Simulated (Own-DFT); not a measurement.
# Computed records: Hf$_{36}$O$_{71}$ (tetragonal hafnia with one neutral oxygen vacancy, atoms displaced)

A calculation, not a measurement: plane-wave PBE and HSE06 DFT by an unreviewed code, no spin, of a simulated cell at Gamma alone, so results move with cell size and shape, stress positive in tension, energies less offsets, not probed for a lower state with spin; hafnium file: forces about 75 meV/angstrom off all-electron values; oxygen file: force components 24 meV/angstrom off all-electron in a glass; k mesh not checked against a denser one; forces and stress are PBE's, HSE06 gives the energy alone, and its difference from PBE has offsets of its own; offsets are fitted by least squares, one for each functional and potential file, so energies compare only between cells with the same atoms and settings and are not formation energies; the far tail of each file's local potential was reset to the Coulomb form; each entry is a single point on an unrelaxed cell, so the pressure reflects the starting lattice, taken from the Materials Project, from which strain is counted, and rises with the displacements; printed positions are rounded, which can move forces by about a meV/angstrom; the program is a retired in-house code; no spin-orbit coupling. Program: Own-DFT development build.

Settings shared by all entries: first functional PBE; second functional HSE06; exact exchange share 0.25; screening 0.11 1/bohr; exchange divergence Gygi-Baldereschi; potential files PseudoDojo norm-conserving, scalar-relativistic, made for PBE, standard set; wave cutoff 48 hartree; occupations fixed; k mesh 1 x 1 x 1 centred on Gamma.

(1) 
```cif
# cell vector a (Å): 10.7800 0.0000 0.0000
# cell vector b (Å): 0.0000 10.7800 0.0000
# cell vector c (Å): 0.0000 0.0000 10.4493
data_Hf36O71
_symmetry_space_group_name_H-M 'P 1'
_symmetry_Int_Tables_number 1
_cell_length_a 10.7800
_cell_length_b 10.7800
_cell_length_c 10.4493
_cell_angle_alpha 90.000
_cell_angle_beta 90.000
_cell_angle_gamma 90.000
_cell_volume 1214.30
loop_
_atom_site_label
_atom_site_type_symbol
_atom_site_fract_x
_atom_site_fract_y
_atom_site_fract_z
_atom_site_occupancy
Hf1 Hf 0.99175 0.00223 0.00865 1
Hf2 Hf 0.16145 0.17267 0.24286 1
O1 O 0.99558 0.15516 0.14110 1
O2 O 0.16633 0.00196 0.34162 1
O3 O 0.00473 0.16223 0.41814 1
O4 O 0.16617 0.99454 0.08855 1
Hf3 Hf 0.99781 0.98416 0.50161 1
Hf4 Hf 0.17597 0.16778 0.72904 1
O5 O 0.00791 0.17473 0.64827 1
O6 O 0.17713 0.98886 0.84675 1
O7 O 0.99161 0.16899 0.89198 1
O8 O 0.17687 0.01333 0.59603 1
Hf5 Hf 0.00011 0.33335 0.99399 1
Hf6 Hf 0.16092 0.50506 0.23337 1
O9 O 0.99790 0.49413 0.15676 1
O10 O 0.16146 0.32468 0.33578 1
O11 O 0.98470 0.50966 0.40091 1
O12 O 0.16448 0.33986 0.10280 1
Hf7 Hf 0.01279 0.32995 0.49595 1
Hf8 Hf 0.18153 0.50290 0.74210 1
O13 O 0.17506 0.34240 0.85685 1
O14 O 0.00449 0.50082 0.90874 1
O15 O 0.17279 0.33751 0.58964 1
Hf9 Hf 0.99490 0.66152 0.99378 1
Hf10 Hf 0.16947 0.83832 0.24217 1
O16 O 0.00043 0.83091 0.15142 1
O17 O 0.16833 0.65884 0.35048 1
O18 O 0.01019 0.83099 0.40552 1
O19 O 0.17174 0.67212 0.09474 1
Hf11 Hf 0.99416 0.67481 0.49485 1
Hf12 Hf 0.16585 0.83838 0.74431 1
O20 O 0.99452 0.83414 0.66136 1
O21 O 0.16285 0.65951 0.84492 1
O22 O 0.00794 0.83149 0.90668 1
O23 O 0.16998 0.67098 0.60410 1
Hf13 Hf 0.33527 0.98904 0.99844 1
Hf14 Hf 0.49823 0.16294 0.24219 1
O24 O 0.33729 0.15937 0.15630 1
O25 O 0.48865 0.01439 0.34861 1
O26 O 0.33783 0.16462 0.40578 1
O27 O 0.50444 0.99254 0.10143 1
Hf15 Hf 0.31944 0.99356 0.48037 1
Hf16 Hf 0.50745 0.16877 0.74905 1
O28 O 0.33946 0.17593 0.65624 1
O29 O 0.50827 0.00545 0.84140 1
O30 O 0.35535 0.17413 0.90622 1
O31 O 0.50865 0.99472 0.59111 1
Hf17 Hf 0.32515 0.32415 0.98631 1
Hf18 Hf 0.50339 0.49684 0.25647 1
O32 O 0.33700 0.51946 0.15343 1
O33 O 0.50204 0.33117 0.36083 1
O34 O 0.34272 0.49354 0.39259 1
O35 O 0.50191 0.33078 0.07682 1
Hf19 Hf 0.33455 0.32352 0.49933 1
Hf20 Hf 0.51290 0.50749 0.76057 1
O36 O 0.33729 0.50218 0.65696 1
O37 O 0.50019 0.33173 0.84815 1
O38 O 0.33591 0.50218 0.91857 1
O39 O 0.49367 0.34128 0.58688 1
Hf21 Hf 0.34158 0.67523 0.99760 1
Hf22 Hf 0.50878 0.82005 0.26304 1
O40 O 0.34726 0.82251 0.15506 1
O41 O 0.49591 0.67419 0.34529 1
O42 O 0.32837 0.85012 0.40494 1
O43 O 0.50186 0.66866 0.09716 1
Hf23 Hf 0.32936 0.66673 0.49307 1
Hf24 Hf 0.50327 0.84096 0.75045 1
O44 O 0.33298 0.84495 0.65720 1
O45 O 0.50791 0.67511 0.84392 1
O46 O 0.33079 0.84240 0.89872 1
O47 O 0.50918 0.66572 0.60185 1
Hf25 Hf 0.67056 0.00480 0.99726 1
Hf26 Hf 0.82101 0.16389 0.25148 1
O48 O 0.67484 0.16264 0.15800 1
O49 O 0.83812 0.01041 0.33867 1
O50 O 0.66666 0.15826 0.39181 1
O51 O 0.83548 0.99900 0.10227 1
Hf27 Hf 0.67210 0.99642 0.48694 1
Hf28 Hf 0.83193 0.18221 0.74504 1
O52 O 0.66299 0.17147 0.64053 1
O53 O 0.83983 0.01894 0.85336 1
O54 O 0.67424 0.16604 0.91731 1
O55 O 0.83950 0.00820 0.60563 1
Hf29 Hf 0.65701 0.32012 0.99973 1
Hf30 Hf 0.83715 0.50006 0.23781 1
O56 O 0.66558 0.49301 0.16378 1
O57 O 0.83564 0.35010 0.35357 1
O58 O 0.66353 0.50302 0.40015 1
O59 O 0.83891 0.32512 0.11164 1
Hf31 Hf 0.67342 0.33192 0.50615 1
Hf32 Hf 0.82160 0.49463 0.75350 1
O60 O 0.66717 0.50747 0.63865 1
O61 O 0.83065 0.33777 0.85150 1
O62 O 0.66734 0.50103 0.88751 1
O63 O 0.83837 0.34187 0.59921 1
Hf33 Hf 0.66992 0.66583 0.99988 1
Hf34 Hf 0.84689 0.82412 0.25053 1
O64 O 0.67995 0.82666 0.17007 1
O65 O 0.82891 0.65978 0.35591 1
O66 O 0.66253 0.82596 0.40472 1
O67 O 0.83165 0.66620 0.10869 1
Hf35 Hf 0.66232 0.67269 0.49587 1
Hf36 Hf 0.83465 0.83567 0.74418 1
O68 O 0.66583 0.82532 0.64173 1
O69 O 0.82280 0.67199 0.85362 1
O70 O 0.66532 0.82827 0.90091 1
O71 O 0.82165 0.66559 0.59148 1
_calc_PBE_energy_of_cell_above_offsets '-87.354'  # eV
_calc_HSE06_less_PBE_above_offsets '0.499'  # eV
_calc_PBE_pressure 6.05  # GPa
_calc_PBE_stress_xx -5.33  # GPa
_calc_PBE_stress_yy -6.98  # GPa
_calc_PBE_stress_zz -5.83  # GPa
_calc_PBE_stress_yz -1.49  # GPa
_calc_PBE_stress_xz 1.23  # GPa
_calc_PBE_stress_xy 0.52  # GPa
```

Force:
```csv
element,x (eV/Å),y (eV/Å),z (eV/Å)
Hf,0.766,0.596,-2.579
Hf,-0.019,-1.353,-0.558
O,1.206,0.532,1.263
O,-0.29,-0.259,-0.136
O,-0.052,-0.928,-1.448
O,0.873,-0.653,1.009
Hf,0.407,4.838,0.844
Hf,-1.953,-0.503,3.02
O,-0.96,0.421,0.544
O,-0.195,3.507,-0.623
O,1.161,0.734,0.853
O,-3.089,-0.863,0.373
Hf,-0.275,-1.165,0.626
Hf,3.131,-0.28,1.531
O,0.643,0.813,-2.335
O,-0.411,2.515,1.619
O,2.054,-0.659,1.047
O,0.191,-0.99,-0.899
Hf,-2.298,1.312,-0.675
Hf,-2.399,0.527,1.4
O,-0.295,-1.569,-1.613
O,-1.113,-0.726,-0.57
O,-0.282,-0.014,1.42
Hf,1.462,1.618,-0.058
Hf,1.068,-1.266,-0.738
O,0.901,0.101,0.232
O,0.471,1.84,-0.148
O,-0.374,0.86,-1.856
O,-1.58,-0.022,0.045
Hf,-0.495,-5.174,1.789
Hf,0.805,-1.963,1.832
O,1.357,0.458,-2.424
O,0.48,1.455,-0.074
O,-0.962,0.084,-0.17
O,-0.153,0.071,-1.618
Hf,0.113,2.738,1.035
Hf,0.404,0.727,1.853
O,-1.9,0.555,-0.837
O,1.124,-2.971,-0.3
O,-1.117,0.666,-0.86
O,0.608,0.574,-1.241
Hf,3.407,6.731,4.409
Hf,-1.777,0.177,-1.137
O,1.065,0.12,-0.39
O,0.354,-0.131,1.017
O,-0.723,-4.292,-1.315
O,-0.29,0.171,-0.09
Hf,-0.022,3.363,2.456
Hf,-1.139,-0.746,0.685
O,-0.194,-0.727,0.581
O,0.338,-0.764,-2.984
O,-0.793,1.035,1.767
O,-2.05,-0.219,2.969
Hf,2.19,1.402,-1.6
Hf,-1.364,-0.356,-2.388
O,1.386,0.579,-0.647
O,1.287,0.63,-1.163
O,0.904,0.435,-1.718
O,2.1,-0.306,1.997
Hf,-0.918,-1.843,0.926
Hf,0.76,5.679,-4.055
O,-2.028,1.013,0.012
O,-0.915,-4.048,2.559
O,0.255,-8.825,-3.704
O,1.934,0.258,-0.2
Hf,0.387,-1.694,0.991
Hf,0.211,-0.114,-2.274
O,0.381,-0.609,-0.723
O,-0.828,-0.563,1.096
O,1.088,-2.613,-0.411
O,-3.092,0.227,-0.569
Hf,-0.025,-2.85,1.248
Hf,3.395,3.833,0.674
O,-3.672,0.125,-2.8
O,0.647,-4.724,2.5
O,0.878,1.268,0.861
O,-1.644,-0.647,-0.138
Hf,-1.653,0.584,1.856
Hf,2.538,-1.729,-0.111
O,1.281,0.582,1.142
O,-1.158,-2.54,-0.764
O,-0.484,-0.418,-3.043
O,-0.853,-0.831,-1.177
Hf,2.75,3.824,1.094
Hf,-1.667,-0.743,3.446
O,-0.061,0.144,-2.521
O,-0.522,-3.166,0.195
O,-1.055,-0.107,0.387
O,-0.492,0.671,-1.981
Hf,-1.582,1.568,-2.603
Hf,1.241,2.009,-1.954
O,0.022,-1.708,2.001
O,-0.225,-0.349,0.29
O,-0.186,-0.409,1.74
O,0.298,-0.293,1.145
Hf,-0.504,0.414,0.329
Hf,-2.217,-0.046,0.464
O,-1.161,0.036,-1.112
O,0.827,2.442,-1.258
O,0.089,3.41,-1.518
O,0.757,-0.293,-1.172
Hf,0.519,-3.674,1.205
Hf,-2.575,0.076,1.733
O,1.247,1.363,1.641
O,1.127,-0.733,-0.408
O,0.235,2.065,0.674
O,2.942,0.687,1.266
```

(2) 
```cif
# cell vector a (Å): 10.7800 0.0000 0.0000
# cell vector b (Å): 0.0000 10.7800 0.0000
# cell vector c (Å): 0.0000 0.0000 10.4493
data_Hf36O71
_symmetry_space_group_name_H-M 'P 1'
_symmetry_Int_Tables_number 1
_cell_length_a 10.7800
_cell_length_b 10.7800
_cell_length_c 10.4493
_cell_angle_alpha 90.000
_cell_angle_beta 90.000
_cell_angle_gamma 90.000
_cell_volume 1214.30
loop_
_atom_site_label
_atom_site_type_symbol
_atom_site_fract_x
_atom_site_fract_y
_atom_site_fract_z
_atom_site_occupancy
Hf1 Hf 0.00749 0.00175 0.99554 1
Hf2 Hf 0.16803 0.16828 0.24980 1
O1 O 0.00123 0.16515 0.15337 1
O2 O 0.16677 0.99255 0.35020 1
O3 O 0.99925 0.16314 0.40255 1
O4 O 0.17302 0.00521 0.09886 1
Hf3 Hf 0.00649 0.00075 0.49967 1
Hf4 Hf 0.16557 0.16981 0.75445 1
O5 O 0.00158 0.16483 0.64879 1
O6 O 0.16815 0.99576 0.85068 1
O7 O 0.00578 0.16929 0.90808 1
O8 O 0.16869 0.99959 0.59370 1
Hf5 Hf 0.99443 0.33577 0.00107 1
Hf6 Hf 0.16253 0.50091 0.24973 1
O9 O 0.00793 0.49780 0.14741 1
O10 O 0.16938 0.32335 0.34834 1
O11 O 0.16291 0.33515 0.09279 1
Hf7 Hf 0.00079 0.33160 0.50645 1
Hf8 Hf 0.15646 0.49490 0.75184 1
O12 O 0.00819 0.50301 0.64938 1
O13 O 0.16404 0.33536 0.85117 1
O14 O 0.99695 0.49398 0.90499 1
O15 O 0.15833 0.33328 0.59942 1
Hf9 Hf 0.00398 0.66606 0.99379 1
Hf10 Hf 0.17084 0.83119 0.25403 1
O16 O 0.99740 0.82772 0.15520 1
O17 O 0.16588 0.66413 0.35421 1
O18 O 0.99440 0.83392 0.40431 1
O19 O 0.17056 0.67321 0.09190 1
Hf11 Hf 0.00404 0.66071 0.50362 1
Hf12 Hf 0.15942 0.82865 0.75502 1
O20 O 0.00131 0.83871 0.65455 1
O21 O 0.16483 0.66303 0.85135 1
O22 O 0.00065 0.84075 0.89820 1
O23 O 0.16032 0.66506 0.59348 1
Hf13 Hf 0.33647 0.00294 0.00049 1
Hf14 Hf 0.49570 0.17006 0.25055 1
O24 O 0.33081 0.15929 0.14986 1
O25 O 0.50006 0.00099 0.35191 1
O26 O 0.33636 0.17001 0.40334 1
O27 O 0.49420 0.00173 0.09491 1
Hf15 Hf 0.33712 0.99909 0.49445 1
Hf16 Hf 0.49582 0.16926 0.74931 1
O28 O 0.33520 0.16567 0.65940 1
O29 O 0.50067 0.99904 0.84305 1
O30 O 0.32579 0.16324 0.90777 1
O31 O 0.49992 0.00035 0.59795 1
Hf17 Hf 0.33873 0.33338 0.99648 1
Hf18 Hf 0.50187 0.50352 0.25176 1
O32 O 0.33230 0.49058 0.15796 1
O33 O 0.49220 0.32556 0.34768 1
O34 O 0.32757 0.50135 0.40040 1
O35 O 0.50051 0.33518 0.10228 1
Hf19 Hf 0.33370 0.33381 0.50654 1
Hf20 Hf 0.50070 0.50178 0.74628 1
O36 O 0.32688 0.49632 0.65143 1
O37 O 0.49304 0.32758 0.84796 1
O38 O 0.32989 0.49433 0.90314 1
O39 O 0.49943 0.33376 0.59829 1
Hf21 Hf 0.33257 0.66117 0.99799 1
Hf22 Hf 0.49844 0.83197 0.25680 1
O40 O 0.33634 0.83583 0.14533 1
O41 O 0.50233 0.66485 0.35541 1
O42 O 0.33461 0.83196 0.39125 1
O43 O 0.50184 0.66862 0.09279 1
Hf23 Hf 0.33609 0.66506 0.49830 1
Hf24 Hf 0.50375 0.84028 0.75530 1
O44 O 0.33292 0.83993 0.65591 1
O45 O 0.49838 0.66640 0.84239 1
O46 O 0.33194 0.83358 0.90958 1
O47 O 0.50474 0.66979 0.59551 1
Hf25 Hf 0.66801 0.00448 0.99842 1
Hf26 Hf 0.83440 0.16903 0.25406 1
O48 O 0.66886 0.16188 0.14972 1
O49 O 0.83891 0.00377 0.35070 1
O50 O 0.66075 0.16259 0.41189 1
O51 O 0.83480 0.99442 0.09069 1
Hf27 Hf 0.67075 0.99484 0.48986 1
Hf28 Hf 0.83050 0.16699 0.75662 1
O52 O 0.66756 0.16840 0.65120 1
O53 O 0.83689 0.00586 0.84776 1
O54 O 0.66401 0.16591 0.89994 1
O55 O 0.83122 0.00649 0.59462 1
Hf29 Hf 0.67198 0.33472 0.00484 1
Hf30 Hf 0.84066 0.50179 0.24440 1
O56 O 0.66878 0.50131 0.14299 1
O57 O 0.82417 0.32968 0.34628 1
O58 O 0.66224 0.49779 0.39266 1
O59 O 0.83759 0.33340 0.09297 1
Hf31 Hf 0.67015 0.34095 0.50909 1
Hf32 Hf 0.82996 0.49463 0.75732 1
O60 O 0.67301 0.49749 0.64138 1
O61 O 0.83355 0.33382 0.84767 1
O62 O 0.66371 0.50739 0.89703 1
O63 O 0.83096 0.33425 0.59489 1
Hf33 Hf 0.67375 0.67341 0.99811 1
Hf34 Hf 0.83492 0.82853 0.24991 1
O64 O 0.67224 0.83908 0.15151 1
O65 O 0.83739 0.66271 0.33863 1
O66 O 0.66944 0.84060 0.40184 1
O67 O 0.83716 0.66146 0.09535 1
Hf35 Hf 0.66636 0.66314 0.49614 1
Hf36 Hf 0.83213 0.82761 0.74725 1
O68 O 0.66741 0.83297 0.65144 1
O69 O 0.83505 0.66311 0.85067 1
O70 O 0.67597 0.82268 0.89818 1
O71 O 0.82716 0.67291 0.60782 1
_calc_PBE_energy_of_cell_above_offsets '-97.652'  # eV
_calc_HSE06_less_PBE_above_offsets '0.016'  # eV
_calc_PBE_pressure 1.87  # GPa
_calc_PBE_stress_xx -0.68  # GPa
_calc_PBE_stress_yy -2.58  # GPa
_calc_PBE_stress_zz -2.34  # GPa
_calc_PBE_stress_yz -0.47  # GPa
_calc_PBE_stress_xz -1.66  # GPa
_calc_PBE_stress_xy 0.06  # GPa
```

Force:
```csv
element,x (eV/Å),y (eV/Å),z (eV/Å)
Hf,-0.283,0.334,1.461
Hf,-0.483,-1.443,-0.742
O,-0.539,0.177,0.302
O,0.167,1.051,-0.322
O,0.203,1.42,0.058
O,-1.379,-0.7,0.03
Hf,-1.385,-0.27,0.285
Hf,-0.19,-1.279,-0.055
O,-0.328,0.496,1.171
O,-0.453,0.744,-0.728
O,-0.197,0.125,-0.997
O,0.649,0.345,0.371
Hf,2.889,-1.644,0.302
Hf,1.715,-1.332,0.572
O,-1.422,0.511,0.505
O,-0.601,2.548,0.405
O,0.701,-0.282,0.388
Hf,-0.568,-0.986,-1.715
Hf,2.512,0.158,0.551
O,-3.223,-0.175,-0.447
O,0.081,-0.34,-0.783
O,-0.085,1.444,-1.183
O,1.682,-0.161,0.525
Hf,-0.144,1.191,0.782
Hf,-0.34,0.407,-1.316
O,1.167,-0.083,-0.371
O,-0.596,0.027,-0.709
O,0.206,-1.177,0.332
O,-0.714,-0.647,0.934
Hf,-1.309,0.953,-1.051
Hf,1.634,1.402,-0.575
O,-0.474,-0.466,-0.089
O,-0.502,-0.356,-0.443
O,-0.06,-2.096,0.251
O,1.914,0.462,0.844
Hf,-1.13,-1.41,0.366
Hf,0.45,-0.961,-0.098
O,0.676,1.049,0.723
O,-0.448,-0.611,-0.94
O,-0.382,-0.873,0.398
O,2.29,-0.037,0.315
Hf,-0.031,-0.043,1.173
Hf,1.839,-1.24,-0.72
O,-1.321,0.717,-0.788
O,0.304,0.99,1.221
O,0.287,1.265,-1.094
O,0.111,-0.148,-0.359
Hf,-1.025,-0.481,1.207
Hf,0.103,-1.569,-0.749
O,0.204,0.818,-0.323
O,0.18,2.434,0.262
O,0.636,-0.235,0.736
O,0.747,-0.339,-0.607
Hf,-0.332,0.052,-1.203
Hf,-0.437,0.071,0.45
O,0.684,0.353,0.261
O,0.277,1.638,0.224
O,0.487,0.854,-0.372
O,0.013,0.512,0.392
Hf,1.051,1.408,-0.104
Hf,-0.136,0.949,-1.833
O,-0.059,-0.531,1.8
O,-0.112,0.502,-0.589
O,0.251,-0.661,0.917
O,-0.023,-0.355,0.788
Hf,-0.626,0.232,0.642
Hf,-0.979,-1.066,-1.777
O,-0.111,-0.931,-0.194
O,-0.365,-0.301,-0.084
O,0.183,-0.912,-0.806
O,-0.627,-0.955,-0.044
Hf,0.371,-0.723,0.977
Hf,0.328,-1.747,-0.092
O,-0.14,0.494,0.077
O,-0.663,-0.648,-1.075
O,0.226,1.498,-1.192
O,0.278,0.314,-0.004
Hf,0.044,2.655,2.882
Hf,-0.291,-1.66,-2.275
O,-0.299,0.809,1.296
O,-0.432,-0.858,-0.133
O,0.345,0.992,0.426
O,0.627,-0.513,0.351
Hf,-1.575,0.115,-0.156
Hf,-1.049,-0.715,0.017
O,0.048,-0.501,0.829
O,0.628,1.458,-0.007
O,0,0.478,0.486
O,-1.362,0.212,1.137
Hf,-0.889,-2.287,-2.012
Hf,0.072,1.579,-1.025
O,-0.955,0.169,0.873
O,-0.337,-0.126,0.654
O,0.339,-1.671,-0.527
O,1.754,0.422,1.117
Hf,-0.884,-1.548,1.203
Hf,0.692,2.194,-0.132
O,-1.246,-0.718,0.15
O,-0.249,-0.534,1.34
O,-0.073,-3.765,-1.349
O,0.308,-0.088,0.047
Hf,0.351,0.721,0.523
Hf,-0.133,1.257,-0.335
O,-0.257,0.214,0.172
O,0.832,-0.254,-0.115
O,-0.435,2.859,-0.521
O,1.152,-0.614,-1.344
```
